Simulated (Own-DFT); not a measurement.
# Strain and stress in grey tin, 64 atoms (Sn64)

Calculated results; nothing here was measured. They come from Own-DFT, an in-house plane-wave density functional program, since retired, whose code no person has reviewed. Each row is one single-point run on a periodic cell that was not relaxed, without spin or spin-orbit coupling.

Settings of every run: PBE; PseudoDojo norm-conserving scalar-relativistic files; cutoff 42 hartree; 3 x 3 x 3 k mesh centred on Gamma; cold (Marzari-Vanderbilt) smearing of 0.2 eV.

Known limits: forces on such cells moved up to 12 meV/angstrom on a denser k mesh; stress not checked against mesh or cutoff.

Unstrained cell vectors in Å: (12.978, 0.000, 0.000); (0.000, 12.978, 0.000); (0.000, 0.000, 12.978). The unstrained cell has measured lattice constants (interpolated for alloys), not those of this functional. That, the random moves and any unrelaxed bonds set the pressure at no strain. Each run strains this cell uniformly, with the atoms carried along. Every atom was also moved at random, by a Gaussian of width 0.05 Å on each axis. Strain is the symmetric tensor, in per cent. Stress is positive in tension, and the pressure is minus a third of its trace.

```
run  e_xx (%)  e_yy (%)  e_zz (%)  s_xx (GPa)  s_yy (GPa)  s_zz (GPa)  P (GPa)  E (meV/atom)
  1     -0.25     -0.25      0.00       -3.91       -3.87       -3.75     3.84          17.0
  2     -1.75     -1.75      0.00       -5.83       -5.85       -5.15     5.61          50.7
  3      0.50      0.50      0.00       -3.24       -3.26       -3.39     3.30          26.8
  4     -0.25     -0.25      0.00       -3.90       -3.92       -3.81     3.88          20.0
  5     -1.25     -1.25      0.00       -5.07       -5.05       -4.71     4.95          33.4
  6     -1.25     -1.25      0.00       -5.12       -5.12       -4.76     5.00          39.3
  7     -3.00     -3.00      0.00       -7.60       -7.52       -6.69     7.27          89.0
  8     -3.00     -3.00      0.00       -7.54       -7.53       -6.70     7.26          87.3
  9      1.00      1.00      0.00       -2.57       -2.49       -2.85     2.64           4.4
 10     -1.75     -1.75      0.00       -5.73       -5.75       -5.22     5.56          46.6
 11      0.50      0.50      0.00       -3.07       -3.11       -3.24     3.14          12.7
 12      1.00      1.00      0.00       -2.50       -2.49       -2.81     2.60           0.0
 13     -2.25     -2.25      0.00           ?           ?           ?        ?             ?
```

E is the free energy for each atom above the lowest run shown.

## Worked fit

The change of volume is close to e_xx + e_yy + e_zz. A straight line through the runs shown gives P = 3.69 - 58 x (fractional change of volume) GPa, with an error of 2 on the slope and a scatter of 0.14 GPa. The strain isn't the same on all axes, but the crystal is cubic, so the slope still estimates the bulk modulus, averaged over pressures from 2.6 to 7.3 GPa.

## Withheld run

Question: what pressure should run 13 give? Its volume changes by -4.45 %.

The line gives 6.2 GPa. The calculation gave 6.22 GPa.
